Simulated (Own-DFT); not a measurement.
Simulation results for Hf$_{36}$O$_{71}$ (tetragonal hafnia with one neutral oxygen vacancy, atoms displaced)

All values are calculated (Own-DFT development build). A calculation, not a measurement: plane-wave PBE and HSE06 DFT by an unreviewed code, no spin, of a simulated cell at Gamma alone, so results move with cell size and shape, stress positive in tension, energies less offsets, not probed for a lower state with spin; hafnium file: forces about 75 meV/angstrom off all-electron values; oxygen file: force components 24 meV/angstrom off all-electron in a glass; k mesh not checked against a denser one; forces and stress are PBE's, HSE06 gives the energy alone, and its difference from PBE has offsets of its own; offsets are fitted by least squares, one for each functional and potential file, so energies compare only between cells with the same atoms and settings and are not formation energies; the far tail of each file's local potential was reset to the Coulomb form; each entry is a single point on an unrelaxed cell, so the pressure reflects the starting lattice, taken from the Materials Project, from which strain is counted, and rises with the displacements; printed positions are rounded, which can move forces by about a meV/angstrom; the program is a retired in-house code; no spin-orbit coupling.

Settings shared by all entries: first functional PBE; second functional HSE06; exact exchange share 0.25; screening 0.11 1/bohr; exchange divergence Gygi-Baldereschi; potential files PseudoDojo norm-conserving, scalar-relativistic, made for PBE, standard set; wave cutoff 48 hartree; occupations fixed; k mesh 1 x 1 x 1 centred on Gamma.

(1) 
```xyz
107
Lattice="10.7800 0.0000 0.0000 0.0000 10.7800 0.0000 0.0000 0.0000 10.4493" Properties=species:S:1:pos:R:3:force_x:R:1:force_y:R:1:force_z:R:1 formula=Hf36O71 PBE_energy_of_cell_above_offsets=-97.896 HSE06_less_PBE_above_offsets=-0.001 PBE_pressure=1.73 PBE_stress_xx=-2.34 PBE_stress_yy=-0.7 PBE_stress_zz=-2.16 PBE_stress_yz=0.84 PBE_stress_xz=0.11 PBE_stress_xy=0.04
Hf     0.0740     0.0237    10.4149     -2.243      -0.15      -0.28
Hf     1.8418     1.8007     2.6303     -0.337      0.016      0.692
O      0.0001     1.7415     1.6296      0.933      0.544     -0.376
O      1.8116    10.7525     3.7436      0.137      0.296     -1.704
O      0.0322     1.7923     4.1685      0.315      0.797      0.499
O      1.8156     0.0147     0.9869     -0.315     -0.329      1.217
Hf     0.0415     0.0014     5.2165     -1.288     -0.168     -0.152
Hf     1.7781     1.8107     7.8344      0.737      0.306     -0.077
O      0.0024     1.7522     6.8590      0.548        0.6     -0.623
O      1.8253     0.0365     8.8162     -0.251     -0.846      0.457
O      0.0167     1.8003     9.3996      0.183      0.755      0.446
O      1.7750     0.0136     6.2307       0.67      0.173      0.442
Hf     0.0521     3.6299    10.4118     -0.558     -0.796     -0.533
Hf     1.7000     5.3805     2.5552      2.344      1.326      2.011
O      0.0246     5.4613     1.5698      -1.48     -0.253     -0.364
O      1.8609     3.6685     3.6323     -0.703     -1.075     -0.943
O      0.0753     5.4892     4.2201     -1.028     -1.971     -1.431
O      1.8126     3.6560     0.9583     -0.692     -0.419      1.202
Hf    10.7424     3.5984     5.2133      1.176      0.459      0.543
Hf     1.7307     5.3527     7.8851      1.162      1.361     -2.134
O     10.7628     5.3623     6.6934     -0.576     -0.405      1.423
O      1.8042     3.6519     8.8562     -0.252     -1.846      0.497
O      0.0426     5.3496     9.3708     -0.199      1.206      0.524
O      1.7841     3.6143     6.2448     -0.591     -0.324     -0.136
Hf    10.7781     7.2416     0.0426     -0.333      0.281     -1.406
Hf     1.7754     9.0521     2.5598      0.153     -1.767      1.182
O     10.7335     8.9525     1.6505      0.899     -0.251     -0.708
O      1.8196     7.2134     3.7416      0.458     -0.177     -2.221
O      0.0356     8.9336     4.1734     -0.413      1.555     -0.097
O      1.8005     7.3324     1.0072     -1.138     -0.472      0.631
Hf     0.0101     7.2525     5.2502      1.026     -0.387      0.119
Hf     1.7859     8.9412     7.8145     -1.059      0.463      0.274
O     10.7547     8.9530     6.7768      0.449      0.098      0.287
O      1.8383     7.2075     8.8003     -0.457     -0.802      1.121
O     10.7697     9.0026     9.4179      0.432     -0.398      0.441
O      1.7612     7.1087     6.2418      0.303      0.717      0.328
Hf     3.5643    10.7170    10.4493      1.614      0.482     -0.451
Hf     5.3999     1.7623     2.6648       0.17      0.339     -0.454
O      3.6138     1.7692     1.6014     -0.601      0.422     -0.268
O      5.4629    10.7541     3.5767     -0.547     -0.237      1.124
O      3.5620     1.7524     4.1789     -0.028      0.079      0.099
O      5.3547    10.7241     1.0953      0.406      0.429     -1.783
Hf     3.5184    10.7150     5.1729      0.302       0.57      0.643
Hf     5.3059     1.7824     7.8143      1.234      0.929      0.319
O      3.5970     1.8690     6.8790     -0.863     -0.794     -0.878
O      3.5751     1.8159     9.3624      0.652     -0.447      1.259
O      5.3822    10.7453     6.1947     -0.949     -0.205      0.966
Hf     3.6001     3.5878     0.0540      1.545      0.542     -1.297
Hf     5.4052     5.4528     2.5704     -0.772      -1.05      0.699
O      3.5616     5.4220     1.4743      -0.25      0.272        1.5
O      5.3866     3.5516     3.6123      0.449      0.716      0.201
O      3.6377     5.3141     4.2536      0.404      2.709     -1.449
O      5.3873     3.6543     1.1694      0.207     -0.533     -1.442
Hf     3.5426     3.6552     5.1750      0.785     -1.409      1.421
Hf     5.4524     5.4149     7.8667     -1.904     -0.641      0.457
O      3.5842     5.4867     6.8158      0.137     -0.465      0.519
O      5.4116     3.6533     8.9062      0.103     -1.675     -0.146
O      3.6004     5.3763     9.4090     -0.305      0.046      0.503
O      5.3236     3.5466     6.1938      1.238       0.39      0.189
Hf     3.5017     7.1579     0.0355      1.888     -0.577     -1.047
Hf     5.3993     8.9440     2.6728      0.078      0.503     -1.346
O      3.6291     8.9804     1.5864     -0.932      0.232      0.544
O      5.3997     7.2035     3.7114     -0.018     -0.376     -0.304
O      3.6239     8.9397     4.2247      0.311      1.012      -0.42
O      5.3797     7.2337     1.0304     -0.254     -0.368      0.494
Hf     3.6282     7.1950     5.2641     -2.037     -1.736     -0.048
Hf     5.4028     8.9572     7.8782     -1.028      0.554      0.367
O      3.4712     8.9541     6.8100      2.464      0.014     -0.263
O      5.3609     7.2194     8.8584      0.049        0.1     -0.214
O      3.5278     8.9347     9.4679      0.481      0.983     -0.505
O      5.4010     7.1416     6.2293      0.151      0.664      1.114
Hf     7.1765    10.7637    10.4161      0.807     -0.871      1.194
Hf     8.9596     1.8004     2.5469      0.828     -1.451      0.695
O      7.2348     1.7512     1.5411     -0.988      0.518      0.189
O      8.9651     0.0717     3.6713      0.227     -0.781     -0.608
O      7.1227     1.7317     4.2017      0.211      0.473     -0.252
O      9.0604    10.7274     1.0527     -0.572      0.364     -0.276
Hf     7.1323    10.6867     5.2691      2.018      2.022     -0.452
Hf     9.0344     1.8693     7.8498     -1.194     -1.977     -0.239
O      7.2169     1.8566     6.7556     -0.613     -0.216      0.984
O      8.9797    10.7794     8.9213      -0.05     -0.166     -0.865
O      7.1739     1.6876     9.4603     -0.681      1.878     -0.585
O      9.0871     0.0709     6.2542     -1.772     -0.752     -0.115
Hf     7.1859     3.5353     0.0664     -1.058      0.617     -1.259
Hf     9.0070     5.3924     2.7071     -0.978      1.263     -0.402
O      7.1600     5.4381     1.5829      1.549     -0.304      0.663
O      8.9310     3.6168     3.6897      0.312     -0.128     -0.429
O      7.1429     5.4282     4.2360      0.303     -0.634      0.148
O      9.0228     3.5555     0.9343      0.045      0.377      1.432
Hf     7.2133     3.5176     5.1624     -1.705     -0.408       1.17
Hf     8.9795     5.3354     7.8093      0.916      0.729      0.209
O      7.2067     5.3774     6.9138      0.242      0.133     -1.539
O      8.9564     3.6128     8.9115     -0.128     -0.051     -0.213
O      7.0790     5.4149     9.4340      0.758     -0.148       0.81
O      9.0310     3.5075     6.3068     -0.491        0.6     -0.593
Hf     7.1757     7.2104     0.0493     -0.833      -1.03     -0.544
Hf     8.9439     8.9947     2.6572      0.139      1.281     -0.016
O      7.2118     8.9775     1.6193     -0.413       -0.3     -0.055
O      8.8894     7.2032     3.6662      0.371     -0.777     -0.879
O      7.2084     9.0290     4.1478     -0.208     -1.208      1.321
O      8.9762     7.2093     0.8962      0.569     -0.293      1.227
Hf     7.1382     7.1924     5.3146      1.572     -0.371     -1.674
Hf     8.9545     8.9154     7.8076      1.924      1.576      0.969
O      7.2118     8.9554     6.8856     -1.343      0.192     -1.231
O      9.0135     7.1741     8.7534      0.103       -0.8      0.742
O      7.1929     8.9249     9.4732     -0.499      0.983     -0.927
O      9.0211     7.1889     6.2269     -1.563      0.067      0.155
```

Units: PBE_energy_of_cell_above_offsets, HSE06_less_PBE_above_offsets in eV; PBE_pressure, PBE_stress_xx, PBE_stress_yy, PBE_stress_zz, PBE_stress_yz, PBE_stress_xz, PBE_stress_xy in GPa; force_x, force_y, force_z in eV/Å.

(2) 
```xyz
107
Lattice="10.7800 0.0000 0.0000 0.0000 10.7800 0.0000 0.0000 0.0000 10.4493" Properties=species:S:1:pos:R:3:force_x:R:1:force_y:R:1:force_z:R:1 formula=Hf36O71 PBE_energy_of_cell_above_offsets=-100.528 HSE06_less_PBE_above_offsets=-0.130 PBE_pressure=0.9 PBE_stress_xx=-0.32 PBE_stress_yy=-0.85 PBE_stress_zz=-1.52 PBE_stress_yz=-0.42 PBE_stress_xz=-0.42 PBE_stress_xy=-0.01
Hf    10.7564     0.0387    10.4488      0.152     -0.813     -0.176
Hf     1.8887     1.7927     2.6077     -2.326      0.409      1.312
O     10.7713     1.7584     1.5932      0.573     -0.026     -0.051
O      1.8245    10.7442     3.6621      0.065      0.285     -0.749
O      0.0277     1.8071     4.2376     -0.303     -0.087      -0.38
O      1.7655    10.7296     0.9932      0.687      0.213      0.394
Hf    10.7782    10.7730     5.2116      0.141      1.278      0.098
Hf     1.8385     1.7928     7.8763     -1.083     -0.054     -1.056
O     10.7624     1.8057     6.7379       0.51     -0.186       1.49
O      1.7788    10.7314     8.8708       0.46      1.114     -0.204
O      0.0105     1.7840     9.3937      0.272     -0.082     -0.227
O      1.7733    10.7617     6.2247      1.028      0.015      0.416
Hf     0.0251     3.5243    10.4338     -0.406      1.215       0.61
Hf     1.7744     5.4474     2.6546      0.275       -2.4     -1.374
O     10.7693     5.3711     1.5951     -0.002      0.886      0.183
O      1.7612     3.5795     3.6398      0.633      0.301     -0.171
O      0.0254     5.3103     4.1665     -0.062      2.077      0.355
O      1.7486     3.6200     1.0592      1.001     -0.788      -0.64
Hf     0.0252     3.6388     5.2596     -0.314     -1.897     -0.603
Hf     1.7144     5.4078     7.8067      1.321     -0.084      0.637
O     10.7474     5.3737     6.8312      0.087     -0.042     -0.854
O      1.8052     3.6038     8.8472     -0.038     -0.484      0.059
O      0.0253     5.3962     9.4272     -0.076     -0.951      0.071
O      1.7645     3.5959     6.2584       0.68      0.112      0.286
Hf     0.0218     7.1558     0.0372     -1.143      0.364     -0.569
Hf     1.7845     8.9820     2.6008     -0.061      0.273     -0.553
O     10.7108     8.9165     1.5740      1.481      0.215      0.517
O      1.8275     7.1488     3.5978      -0.48      1.837      0.548
O     10.7583     9.0034     4.2256      0.405     -0.425     -0.715
O      1.8189     7.2427     0.9721     -0.677     -0.099       1.04
Hf    10.7743     7.2195     5.1851     -0.336     -0.377      0.056
Hf     1.8063     9.0080     7.8542     -0.878     -0.888      0.163
O      0.0088     9.0104     6.7914     -0.058     -0.245      0.267
O      1.7871     7.1399     8.8744     -0.094      0.834     -0.531
O      0.0026     8.9931     9.4484     -0.041     -0.274      -0.15
O      1.7451     7.1815     6.2176      0.541     -0.161      -0.01
Hf     3.6112     0.0261     0.0122     -0.707     -1.649     -0.236
Hf     5.3923     1.7988     2.5754      0.327      0.544      0.936
O      3.5881     1.8026     1.6010      0.581     -0.324     -0.914
O      5.4006     0.0087     3.6095     -0.378      1.011      0.304
O      3.5716     1.8396     4.1993      0.176     -0.899     -0.159
O      5.3693     0.0150     1.0385      0.448      0.234      0.152
Hf     3.6268    10.7458     5.2249     -1.173      0.776     -0.393
Hf     5.3883     1.7814     7.8335      0.335      0.194     -0.231
O      3.5990     1.8215     6.7729     -0.174     -0.334      0.817
O      5.3747    10.7340     8.9278     -0.135      1.046      -0.73
O      3.5458     1.7781     9.4289      0.125     -0.006     -0.364
O      5.3966    10.7529     6.2058     -0.196      0.252      0.788
Hf     3.5925     3.5599    10.4485     -1.001      2.036       0.16
Hf     5.3891     5.3756     2.6355     -0.238      1.163     -1.157
O      3.5858     5.3951     1.5182     -0.218     -0.236      1.362
O      5.3953     3.5989     3.6388     -0.091     -0.129     -0.179
O      3.5339     5.4254     4.2490      0.318       -0.8     -0.678
O      5.3328     3.5846     1.0219      0.873     -0.473     -0.282
Hf     3.5739     3.6145     5.2548      0.003      0.053     -0.003
Hf     5.3658     5.3647     7.8797      0.233       0.91     -1.268
O      3.5798     5.3749     6.8132     -0.377     -0.034      0.107
O      5.3805     3.6139     8.8289       0.17     -1.947      0.793
O      3.5778     5.3963     9.4313      0.261     -0.904     -0.076
O      5.3924     3.5659     6.2424       0.18     -0.043     -0.072
Hf     3.5438     7.1830    10.4210      1.391      -1.11      0.587
Hf     5.3737     9.0692     2.5954      0.858     -2.137      0.086
O      3.5941     8.9847     1.5779     -0.308      0.481      0.351
O      5.3972     7.1960     3.5959     -0.319     -0.048      0.583
O      3.5852     8.9735     4.2191      0.115      0.082     -0.178
O      5.3825     7.1707     1.0957      0.252      0.191     -1.451
Hf     3.5970     7.1799     5.2100      0.515     -0.097      0.789
Hf     5.3266     8.9611     7.8204      1.338     -0.701      0.344
O      3.5645     8.9535     6.8393      0.125      0.314     -0.568
O      5.3377     7.1513     8.7818      0.055      1.043      0.853
O      3.5628     8.9128     9.4368      0.134      1.838     -0.358
O      5.4045     7.1507     6.2624     -0.337      0.365     -0.723
Hf     7.1748     0.0047     0.0137      0.418     -0.242     -0.477
Hf     8.9633     1.8161     2.5752      1.276      0.229      0.725
O      7.2091     1.8377     1.5582     -0.875     -0.299     -0.271
O      8.9537     0.0103     3.6532      0.006      0.464     -0.242
O      7.1701     1.8538     4.2412       0.06     -0.701     -0.738
O      9.0126     0.0082     1.0062      -1.07       0.17      0.183
Hf     7.2300     0.0791     5.2878      0.069     -1.438      -1.22
Hf     8.9792     1.8019     7.7999      0.972     -0.248     -0.077
O      7.2115     1.7861     6.7836     -0.823     -0.272       0.98
O      9.0025    10.7601     8.8562     -0.577      0.831      0.095
O      8.9867    10.7726     6.2677      0.104     -0.071      0.116
Hf     7.1612     3.5863    10.4231      0.578       0.57      0.388
Hf     8.9813     5.3909     2.6807       0.13      0.294     -1.561
O      7.1935     5.3171     1.5903     -0.142     -0.145      0.366
O      8.9868     3.6410     3.6288     -0.478      -1.07      0.351
O      7.1885     5.4216     4.2407      0.099     -0.281     -0.656
O      9.0219     3.5628     1.0474     -0.588     -0.152      -0.85
Hf     7.2020     3.6230     5.2017     -0.224      0.412      0.779
Hf     8.9979     5.3603     7.8090     -0.948      0.443      0.724
O      7.2040     5.3828     6.8393     -0.162     -0.127     -0.257
O      8.9906     3.5556     8.8509     -0.686       0.15      0.335
O      7.0992     5.4187     9.3841       0.38     -0.728       0.87
O      8.9810     3.5827     6.2591     -0.155      0.098      -0.15
Hf     7.1685     7.2101    10.4371     -0.202     -0.209      0.449
Hf     8.9922     8.9921     2.6064     -0.843     -0.007      0.257
O      7.2144     8.9825     1.6193     -0.807      0.616     -0.491
O      9.0347     7.2155     3.6239      0.078      -0.57      0.157
O      7.1806     8.9899     4.1611     -0.006      0.234      1.014
O      8.9332     7.2206     1.0129      0.271     -0.415     -0.186
Hf     7.2012     7.1878     5.2114     -0.739       1.19      0.266
Hf     9.0260     9.0074     7.8207     -0.459      -0.89      0.364
O      7.1715     8.9990     6.8447      0.249      -0.02      0.041
O      9.0173     7.1440     8.8469     -0.257      0.652     -0.435
O      7.1321     9.0047     9.4445      0.191     -0.236      0.215
O      9.0031     7.1824     6.1779      0.066      0.048      0.463
```

Units: PBE_energy_of_cell_above_offsets, HSE06_less_PBE_above_offsets in eV; PBE_pressure, PBE_stress_xx, PBE_stress_yy, PBE_stress_zz, PBE_stress_yz, PBE_stress_xz, PBE_stress_xy in GPa; force_x, force_y, force_z in eV/Å.
